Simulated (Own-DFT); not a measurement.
# Strain and stress in 4H SiC, 32 atoms (C16Si16)

Calculated results; nothing here was measured. The program, named Own-DFT, is a retired in-house plane-wave density functional code that no person has reviewed. Each row is one single-point run on a periodic cell that was not relaxed, without spin or spin-orbit coupling.

Settings of every run: PBE; PseudoDojo norm-conserving scalar-relativistic files; cutoff 42 hartree; 5 x 5 x 3 k mesh centred on Gamma; Fermi-Dirac smearing of 0.1 eV.

Known limits: forces on such cells passed a denser k mesh, each cell not checked; stress not checked against mesh or cutoff.

Unstrained cell vectors in Å: (6.165, 0.000, 0.000); (-3.083, 5.339, 0.000); (0.000, 0.000, 10.068). The unstrained cell has measured lattice constants (interpolated for alloys), not those of this functional. That, the random moves and any unrelaxed bonds set the pressure at no strain. Each run strains this cell uniformly, with the atoms carried along. Every atom was also moved at random, by a Gaussian of width 0.05 Å on each axis. Strain is the symmetric tensor, in per cent. Stress is positive in tension, and the pressure is minus a third of its trace.

| run | e_xx (%) | e_yy (%) | e_zz (%) | e_yz (%) | e_xz (%) | e_xy (%) | s_xx (GPa) | s_yy (GPa) | s_zz (GPa) | s_yz (GPa) | s_xz (GPa) | s_xy (GPa) | P (GPa) | E (meV/atom) |
|---|---|---|---|---|---|---|---|---|---|---|---|---|---|---|
| 1 | -0.63 | -0.21 | 0.64 | 1.06 | -1.94 | 1.56 | -8.49 | -6.49 | -1.61 | 2.55 | -5.10 | 8.42 | 5.53 | 25.4 |
| 2 | -1.27 | -0.09 | -1.99 | -1.84 | -0.93 | 1.94 | -11.32 | -7.69 | -25.62 | -7.93 | -0.85 | 10.50 | 14.88 | 87.9 |
| 3 | 1.85 | 1.94 | 0.06 | -0.52 | 0.34 | -1.91 | 6.04 | 6.61 | -3.92 | -1.51 | 0.91 | -8.23 | -2.91 | 0.0 |
| 4 | -1.01 | 1.12 | 0.02 | -1.25 | -0.14 | -0.41 | -9.02 | -0.96 | -6.16 | -4.19 | -0.27 | -4.67 | 5.38 | 25.4 |
| 5 | 0.42 | -1.83 | 1.66 | 1.44 | 0.18 | -0.33 | -6.08 | -12.06 | 3.82 | 4.54 | 2.68 | -1.56 | 4.77 | 24.4 |
| 6 | -0.91 | -1.22 | 0.84 | 1.79 | -1.22 | 1.11 | -11.47 | -12.80 | -4.74 | 6.52 | -3.17 | 7.47 | 9.67 | 64.4 |
| 7 | 0.71 | 0.04 | -1.89 | 1.11 | -1.31 | 1.66 | -2.13 | -4.22 | -16.64 | 1.61 | -4.61 | 7.40 | 7.66 | 27.7 |
| 8 | 0.66 | -0.59 | 0.51 | 0.74 | 1.83 | 0.36 | -2.95 | -5.75 | -2.46 | 3.01 | 7.05 | 2.88 | 3.72 | 9.9 |
| 9 | 0.98 | 1.70 | 1.64 | -1.29 | 0.28 | -0.99 | 3.25 | 3.63 | 3.45 | -3.70 | 1.83 | -4.53 | -3.45 | 26.4 |
| 10 | 1.90 | -1.06 | -0.32 | -1.79 | -1.20 | -0.67 | 4.08 | -9.70 | -8.47 | -6.78 | -4.53 | -2.35 | 4.70 | 32.1 |
| 11 | -1.94 | -1.81 | -1.18 | -1.94 | 0.02 | 0.72 | -20.02 | -16.16 | -16.92 | -6.74 | -1.19 | 5.75 | 17.70 | 56.7 |
| 12 | 0.77 | -1.34 | -0.16 | 1.92 | -0.28 | -1.20 | -2.25 | -13.33 | -6.36 | 7.31 | -0.89 | -6.04 | 7.31 | 25.1 |
| 13 | 0.83 | 0.90 | -1.34 | 1.07 | -1.83 | 1.94 | 1.84 | -1.45 | -13.47 | 1.75 | -4.82 | 8.48 | 4.36 | 27.5 |
| 14 | 1.49 | -0.70 | -1.28 | -1.47 | 0.44 | -0.72 | 2.32 | -5.85 | -14.32 | -5.81 | 0.39 | -3.03 | 5.95 | 11.6 |
| 15 | -1.43 | -0.02 | -1.42 | -0.58 | -0.77 | -0.17 | -12.25 | -8.99 | -13.53 | -2.34 | -2.73 | -0.74 | 11.59 | 7.5 |
| 16 | -0.83 | -0.55 | 0.93 | -1.29 | 0.57 | -0.51 | ? | ? | ? | ? | ? | ? | ? | ? |

E is the free energy for each atom above the lowest run shown.

## Worked fit

Each stress component was fitted by least squares to a constant and the strains of the runs shown, as fractions, with shears doubled. Shear strains stay in the fit of a normal stress only where such slopes are resolved. The slopes, in GPa:

| stress | at no strain | per e_xx | per e_yy | per e_zz | scatter |
|---|---|---|---|---|---|
| s_xx | -5.1 | 542 ± 23 | 151 ± 23 | -5 ± 23 | 1.01 |
| s_yy | -5.4 | 119 ± 29 | 476 ± 30 | 32 ± 30 | 1.30 |
| s_zz | -6.7 | 92 ± 50 | 40 ± 52 | 634 ± 51 | 2.23 |

Each shear stress against twice its own strain: yz 175 ± 6, xz 170 ± 16, xy 258 ± 23 GPa. These are stiffnesses along x, y and z of the frame in which the cell vectors are given, which need not be the crystal's axes. The atoms are held to the strained lattice; where symmetry lets them move under strain, relaxing them would lower some slopes. The table should be nearly symmetric about its diagonal, and what it lacks of that shows the noise. A ninth of its sum, 231 ± 8 GPa, estimates the bulk modulus near the mean pressure of these runs, 6.5 GPa, so it lies above the value at zero pressure.

## Withheld run

Question: what normal stresses and pressure should run 16 give?

The fit gives s_xx = -10.5, s_yy = -8.8, s_zz = -1.8 and P = 7.0 GPa. The calculation gave -13.02, -9.02, -2.43 and P = 8.16 GPa.
